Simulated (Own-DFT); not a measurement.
## Calculated data, Hf36O71 (tetragonal hafnia with one neutral oxygen vacancy, atoms displaced)

A calculation, not a measurement: plane-wave PBE and HSE06 DFT by an unreviewed code, no spin, of a simulated cell at Gamma alone, so results move with cell size and shape, stress positive in tension, energies less offsets, not probed for a lower state with spin; hafnium file: forces about 75 meV/angstrom off all-electron values; oxygen file: force components 24 meV/angstrom off all-electron in a glass; k mesh not checked against a denser one; forces and stress are PBE's, HSE06 gives the energy alone, and its difference from PBE has offsets of its own; offsets are fitted by least squares, one for each functional and potential file, so energies compare only between cells with the same atoms and settings and are not formation energies; the far tail of each file's local potential was reset to the Coulomb form; each entry is a single point on an unrelaxed cell, so the pressure reflects the starting lattice, taken from the Materials Project, from which strain is counted, and rises with the displacements; printed positions are rounded, which can move forces by about a meV/angstrom; the program is a retired in-house code; no spin-orbit coupling. Program: Own-DFT development build.

Settings shared by all entries: first functional PBE; second functional HSE06; exact exchange share 0.25; screening 0.11 1/bohr; exchange divergence Gygi-Baldereschi; potential files PseudoDojo norm-conserving, scalar-relativistic, made for PBE, standard set; wave cutoff 48 hartree; occupations fixed; k mesh 1 x 1 x 1 centred on Gamma.

(1) Hf36O71 (tetragonal hafnia with one neutral oxygen vacancy, atoms displaced)

```xyz
107
Lattice="10.7800 0.0000 0.0000 0.0000 10.7800 0.0000 0.0000 0.0000 10.4493" Properties=species:S:1:pos:R:3 Hf36O71
Hf    10.7091     0.0818     0.1038
Hf     1.7303     1.8820     2.6308
O      0.1201     1.8278     1.7014
O      1.7447    10.6775     3.7078
O      0.0166     1.8482     4.2059
O      1.8950     0.0193     1.0667
Hf     0.0442     0.0841     5.1563
Hf     1.7288     1.7378     7.7138
O      0.0522     1.8609     6.8095
O      1.7937    10.7754     8.6753
O      0.1314     1.7313     9.4649
O      1.7813     0.0043     6.2823
Hf     0.0579     3.6822     0.1435
Hf     1.7639     5.3778     2.5870
O     10.6938     5.3073     1.5671
O      1.7858     3.5731     3.5935
O      0.0781     5.3084     4.0457
O      1.7046     3.5249     1.1298
Hf    10.7707     3.6795     5.2111
Hf     1.8842     5.2936     7.7415
O      0.1339     5.3829     6.9457
O      1.7340     3.6469     8.7900
O     10.7291     5.5271     9.4094
O      1.7207     3.5986     6.1344
Hf    10.7409     7.2020     0.0141
Hf     1.8635     8.9832     2.6158
O      0.0356     8.9649     1.5925
O      1.7943     7.1567     3.6659
O      0.0678     8.9912     4.1320
O      1.8308     7.2207     0.9412
Hf     0.0930     7.2114     5.0642
Hf     1.7018     8.9809     7.9556
O      0.0061     8.9167     6.6436
O      1.6187     7.2068     8.8894
O      0.1082     8.9831     9.3032
O      1.7664     7.1612     6.2062
Hf     3.7960    10.7283     0.0614
Hf     5.4484     1.7822     2.5587
O      3.7217     1.9332     1.6359
O      5.5181     0.0026     3.6668
O      3.5910     1.7005     4.1880
O      5.3935     0.0561     1.1192
Hf     3.5793    10.6337     5.1390
Hf     5.4736     1.8199     8.1233
O      3.4684     1.8917     6.8646
O      5.4136     0.0070     8.9243
O      3.5902     1.8050     9.3596
O      5.3216    10.7397     6.2529
Hf     3.5788     3.5444    10.3891
Hf     5.5551     5.3539     2.6446
O      3.5258     5.4798     1.6003
O      5.4938     3.7698     3.5426
O      3.6558     5.2775     4.1474
O      5.3963     3.6000     0.9301
Hf     3.6437     3.6317     5.2198
Hf     5.3075     5.5611     7.7210
O      3.6406     5.5235     6.8863
O      5.3743     3.4509     8.8637
O      3.5878     5.3974     9.4638
O      5.3626     3.6614     6.2478
Hf     3.6051     7.2081     0.0045
Hf     5.3871     8.9828     2.5409
O      3.6667     9.0773     1.5354
O      5.3181     7.0190     3.7240
O      3.6652     9.0098     4.3054
O      5.4122     7.2337     1.0426
Hf     3.5693     7.2367     5.1384
Hf     5.4592     8.9358     7.8813
O      3.7631     9.1037     6.8314
O      5.3548     7.1031     8.8370
O      3.6240     8.9935     9.4009
O      5.2665     7.1505     6.1919
Hf     7.3009    10.7036     0.0956
Hf     8.9669     1.7015     2.6778
O      7.2857     1.9372     1.6074
O      9.0127     0.0492     3.5826
O      7.1067     1.8421     4.2694
O      8.8677    10.6588     1.0644
Hf     7.1156    10.6335     5.2804
Hf     8.8790     1.7746     7.9305
O      7.3247     1.9153     6.7622
O      8.8719     0.0631     8.8684
O      7.2257     1.7853     9.3186
O      8.9698     0.0384     6.2394
Hf     7.1991     3.6949     0.0418
Hf     9.0875     5.4930     2.6285
O      7.1668     5.3690     1.4903
O      9.0034     3.5987     3.6745
O      7.1127     5.3562     4.1078
O      8.9155     3.6674     0.9528
Hf     7.2610     3.7801     5.1963
Hf     8.9716     5.4257     7.8353
O      7.2425     5.2920     6.9107
O      7.1560     5.3117     9.5702
O      8.9374     3.7657     6.1067
Hf     7.0631     7.2855     0.0409
Hf     8.9772     8.9336     2.6286
O      7.1791     8.9451     1.4914
O      8.9938     7.1960     3.6376
O      7.2593     8.8995     4.1504
O      8.9713     7.1037     0.9729
Hf     7.2579     7.1835     5.2093
Hf     8.9072     8.9123     7.7923
O      7.1072     9.1241     6.9100
O      9.0423     7.2604     9.0020
O      7.1880     8.9780     9.3433
O      9.0270     7.2382     6.2185
```

* PBE energy of cell above offsets: -86.714 eV
* HSE06 less PBE above offsets: 0.523 eV
* PBE pressure: 6.3 GPa
* PBE stress xx: -6.69 GPa
* PBE stress yy: -6.25 GPa
* PBE stress zz: -5.95 GPa
* PBE stress yz: 1.52 GPa
* PBE stress xz: -1.73 GPa
* PBE stress xy: -0.16 GPa

Force:
```
element  x (eV/Å)  y (eV/Å)  z (eV/Å)
     Hf     3.121    -0.781    -2.023
     Hf     4.629    -1.481     1.602
      O    -5.264    -1.296    -2.353
      O     0.381     0.672    -0.919
      O     0.082    -0.183    -0.297
      O    -0.777    -0.242    -0.633
     Hf     0.202    -0.962     2.406
     Hf      1.93     0.338      1.56
      O    -3.477    -0.054    -1.157
      O      0.09    -0.043     2.383
      O     -1.23     0.611      1.51
      O    -0.154    -0.299    -1.833
     Hf    -2.415    -0.035    -3.743
     Hf     2.033    -1.006     -0.17
      O     2.228     0.867    -0.451
      O      0.11     1.171     0.367
      O    -0.835     2.391     0.649
      O     2.507     0.668    -0.523
     Hf    -0.648    -1.615     0.595
     Hf    -1.306     1.497     2.239
      O    -3.427     0.011    -2.187
      O     0.315     -0.89     1.408
      O    -0.543    -2.657     1.386
      O     2.212     1.296     0.472
     Hf     1.303     0.663    -2.262
     Hf    -1.688     0.856    -0.964
      O    -0.772     0.216     0.265
      O     0.419     0.685    -0.843
      O    -1.003    -0.392    -0.675
      O    -0.622     0.306     1.496
     Hf     0.566     0.907     2.785
     Hf     0.474    -0.171    -2.548
      O    -0.723     0.141     1.241
      O     1.936    -1.182    -0.502
      O    -1.809     1.714     2.008
      O      1.12       0.2    -0.815
     Hf    -3.688     1.453     -2.59
     Hf     0.379     1.677     2.183
      O    -1.969    -0.326     -0.82
      O    -0.192    -1.779     -1.06
      O     0.452     1.097    -0.045
      O     2.732    -0.387     0.654
     Hf    -0.376     6.178     4.789
     Hf    -0.939    -2.187    -5.942
      O      2.11     0.438    -0.695
      O    -0.093    -1.735     1.434
      O      0.16     -1.03     1.884
      O      1.86     0.541    -0.483
     Hf      0.59     -0.04     0.465
     Hf     -2.88     1.396    -2.707
      O     0.659    -0.109     0.013
      O    -0.633    -5.369      1.44
      O    -1.517     2.021     0.834
      O    -0.749     0.155      0.57
     Hf    -0.192    -3.231     0.417
     Hf     2.402    -4.437     0.742
      O    -1.951    -0.606    -2.437
      O    -0.556       5.6     1.795
      O     0.248     0.142    -0.411
      O     0.466     0.681    -0.573
     Hf    -1.217    -1.608    -0.522
     Hf     0.498    -0.395     1.772
      O    -0.167    -0.728     1.011
      O     0.435     3.644    -0.869
      O     0.044    -3.503    -4.538
      O    -1.364     0.715     0.492
     Hf    -0.509    -2.697      1.32
     Hf    -3.965     2.066      0.11
      O    -2.184    -1.419     0.023
      O     0.874     2.476     1.637
      O     0.277    -0.387     0.901
      O     3.618      0.11     0.961
     Hf    -3.497     1.604    -4.038
     Hf    -0.333     4.377      0.41
      O    -0.681    -1.678    -0.384
      O    -0.026    -3.088     0.812
      O     0.606     -0.66    -0.572
      O     3.813     0.589     1.653
     Hf    -0.571     4.054     0.369
     Hf     0.931     1.734    -1.909
      O     -1.49    -0.396     0.973
      O     0.638    -2.704     1.448
      O     0.336    -0.046     2.183
      O     0.178    -0.897    -0.505
     Hf    -0.625    -2.553    -0.402
     Hf    -2.535    -3.312    -1.189
      O     1.349     0.899     1.563
      O    -0.182     0.365    -1.432
      O     1.918     4.045     0.446
      O     2.952    -0.435     0.406
     Hf    -2.363    -4.997     0.818
     Hf     2.552    -1.151     1.717
      O    -1.647     1.835     -1.16
      O     0.442     4.005    -2.837
      O     2.807     0.761     1.897
     Hf     2.759    -2.855    -1.276
     Hf     1.262     1.027    -0.366
      O    -0.103     0.169     0.789
      O      0.08    -0.106     0.653
      O    -0.152    -0.057    -0.007
      O     -1.02     0.856     2.023
     Hf    -1.452    -1.216    -0.103
     Hf     3.356     1.126     0.251
      O     1.926    -1.271    -2.467
      O    -1.296    -0.025    -2.164
      O    -0.231    -0.001     1.161
      O    -1.343    -0.322     0.005
```

(2) Hf36O71 (tetragonal hafnia with one neutral oxygen vacancy, atoms displaced)

```xyz
107
Lattice="10.7800 0.0000 0.0000 0.0000 10.7800 0.0000 0.0000 0.0000 10.4493" Properties=species:S:1:pos:R:3 Hf36O71
Hf     0.0245    10.7377     0.0161
Hf     1.7773     1.8270     2.5924
O     10.7451     1.7576     1.6293
O      1.8074     0.0471     3.6455
O      0.0308     1.8115     4.2087
O      1.7359     0.0416     1.0173
Hf     0.0133     0.0017     5.2456
Hf     1.7617     1.7687     7.8306
O     10.7480     1.7668     6.8158
O      1.7239     0.0201     8.8263
O      0.0319     1.7468     9.4246
O      1.7795    10.7789     6.3104
Hf    10.7491     3.6091    10.4337
Hf     1.7756     5.3987     2.6313
O     10.7423     5.4053     1.5836
O      1.8519     3.6052     3.6155
O      0.0179     5.3599     4.2379
O      1.8220     3.6058     0.9838
Hf    10.7303     3.5904     5.2456
Hf     1.8052     5.3595     7.8028
O      0.0160     5.3557     6.8445
O      1.8171     3.6162     8.7895
O     10.7620     5.3778     9.4513
O      1.8533     3.6074     6.3070
Hf    10.7799     7.1782    10.4492
Hf     1.8361     8.9634     2.6563
O     10.7435     8.9074     1.5837
O      1.8136     7.1965     3.6480
O      0.0002     8.9353     4.2110
O      1.7780     7.1908     1.0008
Hf     0.0063     7.2010     5.1418
Hf     1.8555     8.9981     7.8133
O     10.7570     8.8948     6.8007
O      1.8396     7.2081     8.8571
O     10.7723     8.9838     9.4221
O      1.8408     7.1137     6.2838
Hf     3.6287    10.7671     0.0046
Hf     5.3920     1.8207     2.6343
O      3.5456     1.7502     1.5127
O      5.4226    10.7555     3.6248
O      3.5786     1.7969     4.1590
O      5.3334     0.0871     0.9737
Hf     3.5796     0.0356     5.2526
Hf     5.3990     1.8099     7.8546
O      3.5936     1.8271     6.7947
O      5.4294    10.7768     8.8803
O      3.6332     1.8449     9.4343
O      5.4054     0.0145     6.2775
Hf     3.5727     3.5555    10.4458
Hf     5.3995     5.3553     2.5807
O      3.5767     5.3599     1.5948
O      5.3262     3.5444     3.5851
O      3.5461     5.3529     4.2196
O      5.3869     3.5467     1.0129
Hf     3.5207     3.5883     5.2560
Hf     5.3675     5.3820     7.8460
O      3.5924     5.3890     6.7854
O      5.4087     3.6562     8.8900
O      3.5935     5.3929     9.4617
O      5.3385     3.6166     6.2482
Hf     3.6175     7.1766    10.4462
Hf     5.3732     8.9848     2.6087
O      3.6474     9.0374     1.6020
O      5.3550     7.1863     3.6213
O      3.5795     8.9840     4.1958
O      5.3980     7.1321     1.0281
Hf     3.6117     7.1907     5.1857
Hf     5.3561     8.9826     7.8375
O      3.6064     8.9944     6.7821
O      5.4373     7.1464     8.9117
O      3.5503     8.9670     9.4444
O      5.3804     7.1755     6.2486
Hf     7.2152     0.0592    10.4271
Hf     9.0009     1.7377     2.5794
O      7.1902     1.8567     1.6465
O      9.0334    10.7754     3.6692
O      9.0099     0.0144     1.0035
Hf     7.1766     0.0202     5.2089
Hf     9.0064     1.7939     7.8709
O      7.2249     1.7723     6.8225
O      8.9325     0.0126     8.9108
O      7.1752     1.7758     9.4641
O      8.9629    10.7475     6.2138
Hf     7.1741     3.6276     0.0030
Hf     9.0488     5.3756     2.6097
O      7.1640     5.3540     1.5424
O      9.0046     3.5955     3.6198
O      7.2151     5.3715     4.1998
O      8.9755     3.5968     1.0097
Hf     7.2205     3.6400     5.1593
Hf     8.9555     5.3913     7.8449
O      7.2437     5.3964     6.7995
O      8.9588     3.5642     8.8643
O      7.1662     5.4242     9.4662
O      8.9815     3.6091     6.2799
Hf     7.1875     7.1335     0.0269
Hf     8.9922     8.9471     2.6186
O      7.1670     8.9615     1.5954
O      8.9987     7.2006     3.6734
O      7.2047     9.0068     4.1976
O      8.9600     7.1714     1.0177
Hf     7.1934     7.1276     5.2624
Hf     8.9417     8.9597     7.8551
O      7.1997     8.9604     6.7904
O      8.9656     7.2378     8.8132
O      7.2255     8.9190     9.4353
O      9.0079     7.1960     6.2580
```

- PBE energy of cell above offsets: -100.634 eV
- HSE06 less PBE above offsets: -0.141 eV
- PBE pressure: 0.9 GPa
- PBE stress xx: -0.17 GPa
- PBE stress yy: -1.18 GPa
- PBE stress zz: -1.36 GPa
- PBE stress yz: 0.5 GPa
- PBE stress xz: 0.05 GPa
- PBE stress xy: 0.03 GPa

Force:
```
element  x (eV/Å)  y (eV/Å)  z (eV/Å)
     Hf    -0.385     -0.04    -0.605
     Hf     0.553    -0.414    -0.059
      O     0.773     0.662    -0.549
      O    -0.183    -1.083      0.07
      O     0.011     0.099     0.393
      O     1.138    -0.712     0.195
     Hf    -0.912    -0.177    -0.142
     Hf     0.315      0.64     0.197
      O     0.402     0.226    -0.264
      O      0.75    -0.572      0.34
      O    -0.223     1.185     0.171
      O     0.444     0.011     -0.68
     Hf     0.425    -0.682     -0.14
     Hf     1.064    -0.432    -0.376
      O     0.954    -0.187     0.159
      O    -0.529     0.026     0.005
      O     -0.09     0.119    -0.868
      O     -1.55    -0.019     0.312
     Hf     0.636    -0.274     0.449
     Hf     0.237      1.33      0.09
      O     -0.72    -0.255    -0.069
      O    -0.253    -0.976     0.921
      O    -0.158     0.104     -0.05
      O    -1.965    -0.295    -0.741
     Hf     0.004     0.844    -0.484
     Hf    -0.443     0.979    -0.754
      O     0.854     0.264     0.452
      O    -0.172     -0.28    -0.156
      O     0.459     1.376    -0.639
      O     0.623     0.031     0.573
     Hf     0.041    -0.106     2.621
     Hf    -1.683    -0.907     0.332
      O     0.892     0.601     0.184
      O    -0.294    -0.401     -0.09
      O     0.046    -0.245     0.245
      O    -0.374     0.591    -1.127
     Hf    -0.884     0.954     0.182
     Hf    -0.752    -1.007     -0.81
      O     0.093     0.401     0.848
      O     0.073      0.71     0.217
      O     0.048     -0.36     0.507
      O     1.585    -0.322     0.445
     Hf     0.321     0.294    -0.452
     Hf     0.066      0.27    -0.442
      O    -0.023    -0.713     0.318
      O     -0.45    -0.252     -0.43
      O    -0.014     -1.36    -0.871
      O    -0.485    -0.005    -0.234
     Hf     0.471      0.72     0.183
     Hf    -0.718     0.367    -0.093
      O     0.071     0.314     0.471
      O     0.958     1.239     0.656
      O     0.181     0.816    -0.241
      O    -0.182     0.183     0.078
     Hf     1.169    -0.103    -0.522
     Hf    -0.225     0.218    -0.453
      O     0.493    -0.012     0.602
      O     0.319    -0.953    -0.388
      O     0.123    -0.079    -0.378
      O     1.375     -0.05    -0.337
     Hf    -0.444    -0.673    -0.141
     Hf     1.391      -0.2     0.402
      O    -1.293    -0.213    -0.329
      O     0.074    -0.496      0.08
      O    -0.271      0.52     0.018
      O    -0.401     0.115     0.241
     Hf    -0.233    -0.895     0.643
     Hf     1.513    -0.374     0.167
      O      0.14     0.147       0.1
      O     -0.73     0.829     -0.76
      O     0.462     0.464    -0.513
      O     0.147    -0.012     0.047
     Hf    -0.181     -1.95     0.283
     Hf    -0.438     0.091     0.772
      O     0.177     -0.52     0.132
      O    -0.276     0.046    -0.609
      O    -0.671     0.063     0.665
     Hf     0.221    -0.045    -0.022
     Hf    -0.582    -0.751    -0.215
      O    -0.506     0.273     0.037
      O    -0.021    -0.027    -0.656
      O    -0.236     1.282     -0.38
      O     0.594      0.17     0.205
     Hf    -0.242     -0.21     0.223
     Hf    -1.453     0.306    -0.156
      O      0.69    -0.148     0.853
      O    -0.311    -0.359     0.342
      O     -0.35     0.395    -0.573
      O     0.383     0.164     0.014
     Hf    -0.696    -1.667     1.188
     Hf     1.108     0.523    -0.057
      O    -1.225     0.079     0.038
      O      0.09     0.468     0.214
      O      0.69    -1.095    -0.999
      O      -0.2    -0.034    -0.613
     Hf     -0.32     1.506    -0.124
     Hf    -0.953     0.539    -0.052
      O     0.105     0.315      0.21
      O     0.159    -0.955     -0.43
      O    -0.012    -0.781      0.37
      O     0.446     -0.26     0.308
     Hf      0.35     1.686     0.048
     Hf     0.377     0.789    -0.516
      O    -1.037    -0.114     0.465
      O     0.309    -1.871     0.719
      O    -0.365     1.132     0.163
      O    -0.282     -0.55    -0.581
```
